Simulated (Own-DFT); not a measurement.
# Strain and stress in diamond-structure GeSn with randomly placed atoms, 64 atoms (Ge56Sn8)

These are calculations, not measurements. The program, named Own-DFT, is a retired in-house plane-wave density functional code that no person has reviewed. Each row is one single-point run on a periodic cell that was not relaxed, without spin or spin-orbit coupling.

Settings of every run: PBE; PseudoDojo norm-conserving scalar-relativistic files; cutoff 49 hartree; 3 x 3 x 3 k mesh centred on Gamma; Fermi-Dirac smearing of 0.1 eV.

Known limits: forces on such cells moved up to 12 meV/angstrom on a denser k mesh; stress not checked against mesh or cutoff.

Unstrained cell vectors in Å: (11.524, 0.000, 0.000); (0.000, 11.524, 0.000); (0.000, 0.000, 11.524). The unstrained cell has measured lattice constants (interpolated for alloys), not those of this functional. That, the random moves and any unrelaxed bonds set the pressure at no strain. Each run strains this cell uniformly, with the atoms carried along. Every atom was also moved at random, by a Gaussian of width 0.05 Å on each axis. The random placing of the alloy's atoms differs from row to row. Strain is the symmetric tensor, in per cent. Stress is positive in tension, and the pressure is minus a third of its trace.

| run | e_xx (%) | e_yy (%) | e_zz (%) | s_xx (GPa) | s_yy (GPa) | s_zz (GPa) | P (GPa) | E (meV/atom) |
|---|---|---|---|---|---|---|---|---|
| 1 | -2.00 | -2.00 | 0.00 | -8.84 | -8.94 | -7.95 | 8.57 | 68.7 |
| 2 | -2.50 | -2.50 | 0.00 | -10.08 | -10.11 | -8.65 | 9.61 | 85.5 |
| 3 | 0.75 | 0.75 | 0.00 | -3.75 | -3.92 | -4.16 | 3.94 | 2.2 |
| 4 | -3.00 | -3.00 | 0.00 | -10.95 | -10.78 | -9.05 | 10.26 | 79.7 |
| 5 | -0.25 | -0.25 | 0.00 | -5.65 | -5.70 | -5.71 | 5.69 | 32.8 |
| 6 | -1.75 | -1.75 | 0.00 | -8.46 | -8.56 | -7.49 | 8.17 | 62.2 |
| 7 | 2.25 | 2.25 | 0.00 | -1.94 | -1.91 | -3.16 | 2.33 | 15.3 |
| 8 | 3.00 | 3.00 | 0.00 | -0.75 | -0.81 | -2.33 | 1.30 | 0.0 |
| 9 | 1.00 | 1.00 | 0.00 | ? | ? | ? | ? | ? |

E is the free energy for each atom above the lowest run shown.

## Worked fit

The change of volume is close to e_xx + e_yy + e_zz. A straight line through the runs shown gives P = 5.61 - 76 x (fractional change of volume) GPa, with an error of 3 on the slope and a scatter of 0.31 GPa. The strain isn't the same on all axes, but the crystal is cubic, so the slope still estimates the bulk modulus, averaged over pressures from 1.3 to 10.3 GPa.

## Withheld run

Question: what pressure should run 9 give? Its volume changes by 2.01 %.

The line gives 4.1 GPa. The calculation gave 3.76 GPa.
